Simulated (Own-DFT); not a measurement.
# What a defect does to the pressure of its cell: D0_22 TiAl3

No measurement is shown. These are fixed-geometry runs of a retired plane-wave code named Own-DFT, which no person has reviewed; spin and spin-orbit coupling are neglected.

Method: PBE; PseudoDojo norm-conserving scalar-relativistic files; cutoff 42 hartree; 4 x 4 x 4 k mesh centred on Gamma; cold (Marzari-Vanderbilt) smearing of 0.2 eV.

Limits: forces on such cells failed a check on a denser k mesh; stress not checked against mesh or cutoff.

All runs share one cell, with vectors in Å (-2.365, -6.981, 4.326); (-7.667, 3.491, 1.442); (-2.950, -3.488, -7.241) and a volume of 625.4 Å³. u is the rms random offset of the atoms per axis. The defect's site can differ from row to row.

| cell | formula | u (Å) | P (GPa) |
|---|---|---|---|
| no defect | Al30Ti10 | 0.0191 | 1.97 |
| no defect | Al30Ti10 | 0.0465 | 2.60 |
| no defect | Al30Ti10 | 0.0492 | 2.57 |
| one Ti vacancy | Al30Ti9 | 0.0324 | 1.82 |
| one Ti vacancy | Al30Ti9 | 0.0480 | 2.39 |
| one Ti vacancy | Al30Ti9 | 0.0514 | 2.47 |
| two Ti on an Al site each | Al28Ti12 | 0.0296 | 3.32 |
| two Ti on an Al site each | Al28Ti12 | 0.0301 | 3.30 |
| two Ti on an Al site each | Al28Ti12 | 0.0510 | 3.93 |
| two Al vacancies | Al28Ti10 | 0.0306 | 1.43 |
| two Al vacancies | Al28Ti10 | 0.0328 | 1.16 |
| two Al vacancies | Al28Ti10 | 0.0465 | ? |
| two Al vacancies | Al28Ti10 | 0.0491 | 1.80 |
| two Al on a Ti site each | Al32Ti8 | 0.0273 | 2.85 |
| two Al on a Ti site each | Al32Ti8 | 0.0482 | 3.36 |
| two Al on a Ti site each | Al32Ti8 | 0.0546 | 3.39 |

## What the rows give

P = P0 + c u² + a shift for each defect gives P0 = 1.84 GPa, c = 328 ± 33 GPa/Å² and a scatter of 0.10 GPa. The shifts, and each times the cell's volume:

- two Ti on an Al site each: 1.20 ± 0.08 GPa, 4.7 eV (2.3 eV for each of its 2 sites)
- two Al on a Ti site each: 0.70 ± 0.09 GPa, 2.7 eV (1.4 eV for each of its 2 sites)
- one Ti vacancy: -0.27 ± 0.09 GPa, -1.1 eV
- two Al vacancies: -0.86 ± 0.08 GPa, -3.4 eV (-1.7 eV for each of its 2 sites)

Against the defect-free cell, a freed cell would be larger where the shift is positive and smaller where it is negative (160.2 GPa Å³ is 1 eV). The atoms around the defects weren't relaxed, which would change these numbers.

## Prediction

Q: what pressure belongs in the blank (two Al vacancies, u = 0.0465 Å)?

Estimate: 1.69 ± 0.12 GPa. The calculation gave 1.71 GPa.
